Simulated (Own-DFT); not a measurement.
# Energy and forces against displacement in diamond germanium, 16 atoms (Ge16)

All numbers below are calculated, not measured. The program, named Own-DFT, is a retired in-house plane-wave density functional code that no person has reviewed. Each row is one single-point run on a periodic cell that was not relaxed, without spin or spin-orbit coupling.

Settings of every run: PBE; PseudoDojo norm-conserving scalar-relativistic files; cutoff 42 hartree; 5 x 5 x 5 k mesh centred on Gamma; Fermi-Dirac smearing of 0.1 eV.

Known limits: k mesh not checked against a denser one; stress not checked against mesh or cutoff.

Cell vectors in Å: (0.000, 5.658, 5.658); (5.658, 0.000, 5.658); (5.658, 5.658, 0.000). In each run every atom was moved at random and independently from its ideal site; u is the rms move along one axis. E is the free energy for each atom above the fitted value at u = 0, and F the rms of the force components.

| run | u (Å) | E (meV/atom) | F (eV/Å) | largest force (eV/Å) | P (GPa) |
|---|---|---|---|---|---|
| 1 | 0.0170 | 4.4 | 0.211 | 0.60 | 3.84 |
| 2 | 0.0176 | 7.0 | 0.275 | 0.78 | 3.89 |
| 3 | 0.0503 | ? | ? | ? | ? |
| 4 | 0.0612 | 81.1 | 1.177 | 5.33 | 4.88 |
| 5 | 0.0794 | 113.3 | 1.162 | 3.20 | 5.19 |
| 6 | 0.1008 | 194.4 | 1.522 | 4.43 | 6.33 |
| 7 | 0.1061 | 212.9 | 1.715 | 4.87 | 6.60 |
| 8 | 0.1488 | 353.0 | 2.265 | 6.39 | 8.66 |

## Worked fit

For small independent moves the energy grows as E = (3/2) K u², with K the mean stiffness felt by one atom. The runs with u up to 0.11 Å give K = 12.9 ± 0.6 eV/Å², with residuals divided by u² + 0.0006 Å², since the noise grows with the moves. The scatter is 4.6 meV/atom at u = 0.05 Å. The forces follow F = G u with G = 15.7 eV/Å²; no force at u = 0 is resolved. G exceeds K because the moves of its neighbours add to the force on an atom, and stiffness differs between atoms. At u = 0.149 Å the parabola gives 428 meV/atom and the run 353. The pressure follows P = 3.80 + 246 u² GPa: at fixed volume, shortened bonds push harder than stretched ones pull.

## Withheld run

Question: what energy and rms force should run 3 give?

The fit gives 49 ± 5 meV/atom and about 0.79 eV/Å. The calculation gave 39.0 meV/atom and 0.646 eV/Å. This run lies off the fit, by chance or by something that the fit leaves out.
